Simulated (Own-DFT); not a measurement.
# One host, several defects: zincblende GaAs

Everything here is calculated. The program is Own-DFT (plane waves, in-house, since retired, never reviewed by a person); positions were held fixed, and spin and spin-orbit coupling were off.

Method: PBE; PseudoDojo norm-conserving scalar-relativistic files; cutoff 42 hartree; 3 x 3 x 3 k mesh centred on Gamma; Fermi-Dirac smearing of 0.1 eV.

Caveats (not all hold for every row): not probed for a lower state with spin; forces not confirmed at this smearing and k mesh; stress not checked against mesh or cutoff.

All runs share one cell, with vectors in Å (10.862, 0.000, 0.000); (0.000, 10.862, 0.000); (0.000, 0.000, 11.796) and a volume of 1391.7 Å³, strained against the parent crystal. The atoms are randomly displaced, by u rms on each axis. The defect's site can differ from row to row.

```
cell,formula,u (Å),P (GPa)
no defect,As32Ga32,0.0300,6.62
no defect,As32Ga32,0.0504,7.07
no defect,As32Ga32,0.0528,7.16
one P on an As site,As31Ga32P,0.0288,6.38
one P on an As site,As31Ga32P,0.0332,6.45
one P on an As site,As31Ga32P,0.0446,6.69
one Al on a Ga site,AlAs32Ga31,0.0281,6.67
one Al on a Ga site,AlAs32Ga31,0.0505,7.06
one Al on a Ga site,AlAs32Ga31,0.0512,6.93
one As vacancy and one Ga vacancy,As31Ga31,0.0274,5.96
one As vacancy and one Ga vacancy,As31Ga31,0.0297,5.93
one As vacancy and one Ga vacancy,As31Ga31,0.0502,?
one As vacancy and one Ga vacancy,As31Ga31,0.0539,6.34
one In on a Ga site,As32Ga31In,0.0285,7.37
one In on a Ga site,As32Ga31In,0.0289,7.41
one In on a Ga site,As32Ga31In,0.0290,7.39
```

## What the rows give

P = P0 + c u² + a shift for each defect gives P0 = 6.50 GPa, c = 218 ± 20 GPa/Å² and a scatter of 0.06 GPa. The shifts, and each times the cell's volume:

- one In on a Ga site: 0.71 ± 0.05 GPa, 6.2 eV
- one Al on a Ga site: -0.04 ± 0.05 GPa, -0.4 eV (not resolved)
- one P on an As site: -0.28 ± 0.05 GPa, -2.4 eV
- one As vacancy and one Ga vacancy: -0.75 ± 0.05 GPa, -6.5 eV

A positive shift means that the defect pushes the cell outwards. Shift times volume (160.2 GPa Å³ is 1 eV) depends little on the cell's size, so, taken for each site, it can be compared between cells at like pressure. The atoms around the defects weren't relaxed, which would change these numbers.

## Prediction

Asked: what pressure belongs in the blank (one As vacancy and one Ga vacancy, u = 0.0502 Å)?

The fit gives 6.30 ± 0.07 GPa. The run itself gave 6.47 GPa.
